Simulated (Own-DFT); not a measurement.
# A layer strained by its substrate: wurtzite AlGaN with randomly placed atoms, 72 atoms (Al9Ga27N36)

No measurement is shown. These are fixed-geometry runs of a retired plane-wave code named Own-DFT, which no person has reviewed; spin and spin-orbit coupling are neglected.

All runs used: PBE; PseudoDojo norm-conserving scalar-relativistic files; cutoff 42 hartree; 4 x 4 x 3 k mesh centred on Gamma; Fermi-Dirac smearing of 0.1 eV.

Known weak points: forces on such cells passed a denser k mesh, each cell not checked; stress not checked against mesh or cutoff.

Unstrained cell vectors in Å: (9.509, 0.000, 0.000); (-4.755, 8.235, 0.000); (0.000, 0.000, 10.268). The unstrained cell has measured lattice constants (interpolated for alloys), not those of this functional. That, the random moves and any unrelaxed bonds set the pressure at no strain. Each run strains x and y alike by e, as a substrate would, and holds the height along z. Each atom got a random Gaussian move of width 0.05 Å along each axis. The random placing of the alloy's atoms differs from row to row. Stress is positive in tension.

| e (%) | u (Å) | (s_xx + s_yy)/2 (GPa) | s_zz (GPa) |
|---|---|---|---|
| -3.00 | 0.047 | -27.25 | -11.89 |
| -2.25 | 0.046 | -19.01 | -13.40 |
| -1.75 | 0.050 | -17.73 | -10.46 |
| -0.50 | 0.048 | ? | ? |
| 0.25 | 0.050 | -5.28 | -9.63 |
| 0.75 | 0.052 | -3.27 | -7.01 |
| 1.00 | 0.050 | -2.22 | -5.57 |
| 1.25 | 0.048 | -0.46 | -6.10 |
| 1.50 | 0.047 | 0.13 | -5.34 |
| 1.75 | 0.051 | 1.96 | -6.48 |

## What the rows give

With e as a fraction, the in-plane stress is -6.6 + 529 e - 4348 e² GPa (errors 27 and 1762, scatter 0.89), and s_zz is -8.3 + 155 e GPa (slope ± 23, scatter 1.17). At e = 0 the first slope is C11 + C12 and the second 2 C13, both with the ions held to the strained lattice and at the cell's own pressure. A free layer would change its height as e changes, and the in-plane slope would drop by 2 C13²/C33 to the biaxial modulus. At fixed height, a misfit of 1 % moves the in-plane stress by about 5.3 GPa and s_zz by 1.6 GPa.

## Check

Question: what are the two stresses at e = -0.50 %?

The fitted form gives -9.3 and -9.1 GPa. DFT gave -8.71 and -11.38 GPa.
